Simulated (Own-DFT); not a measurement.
# Misfit strain and the stress it brings: wurtzite AlN, 72 atoms (Al36N36)

The numbers are computed, not measured, by runs of the plane-wave DFT program Own-DFT (in-house, retired, unreviewed) at fixed positions, with no spin and no spin-orbit coupling.

Method: PBE; PseudoDojo norm-conserving scalar-relativistic files; cutoff 42 hartree; 3 x 3 x 2 k mesh centred on Gamma; Fermi-Dirac smearing of 0.1 eV.

Limits: forces on such cells moved up to 12 meV/angstrom on a denser k mesh; stress not checked against mesh or cutoff.

Unstrained cell vectors in Å: (9.336, 0.000, 0.000); (-4.668, 8.085, 0.000); (0.000, 0.000, 9.964). The unstrained cell has measured lattice constants (interpolated for alloys), not those of this functional. That, the random moves and any unrelaxed bonds set the pressure at no strain. Each run strains x and y alike by e, as a substrate would, and holds the height along z. All atoms carry random offsets, Gaussian with a width of 0.05 Å per axis. Stress is positive in tension.

```
e (%)  u (Å)  (s_xx + s_yy)/2 (GPa)  s_zz (GPa)
-3.00  0.051                 -25.74      -10.94
-2.00  0.048                      ?           ?
-1.75  0.049                 -16.88       -7.43
-0.50  0.049                  -9.07       -5.41
-0.25  0.053                  -7.77       -6.06
 1.50  0.050                   2.73       -5.22
 1.75  0.049                   3.14       -1.48
 2.00  0.049                   4.78       -2.52
 2.75  0.049                   8.21       -1.31
 3.00  0.049                   9.10       -0.18
```

## What the rows give

With e as a fraction, the in-plane stress is -6.0 + 584 e - 2475 e² GPa (errors 5 and 305, scatter 0.30), and s_zz is -5.5 + 158 e GPa (slope ± 18, scatter 1.09). At e = 0 the first slope is C11 + C12 and the second 2 C13, both with the ions held to the strained lattice and at the cell's own pressure. The term in e² is negative: the layer stiffens under compression and softens under tension. A free layer would change its height as e changes, and the in-plane slope would drop by 2 C13²/C33 to the biaxial modulus. At fixed height, a misfit of 1 % moves the in-plane stress by about 5.8 GPa and s_zz by 1.6 GPa.

## Withheld run

Question: what are the two stresses at e = -2.00 %?

Estimate: -18.7 and -8.6 GPa. DFT gave -17.77 and -9.24 GPa. This run lies off the fit, by chance or by something that the fit leaves out.
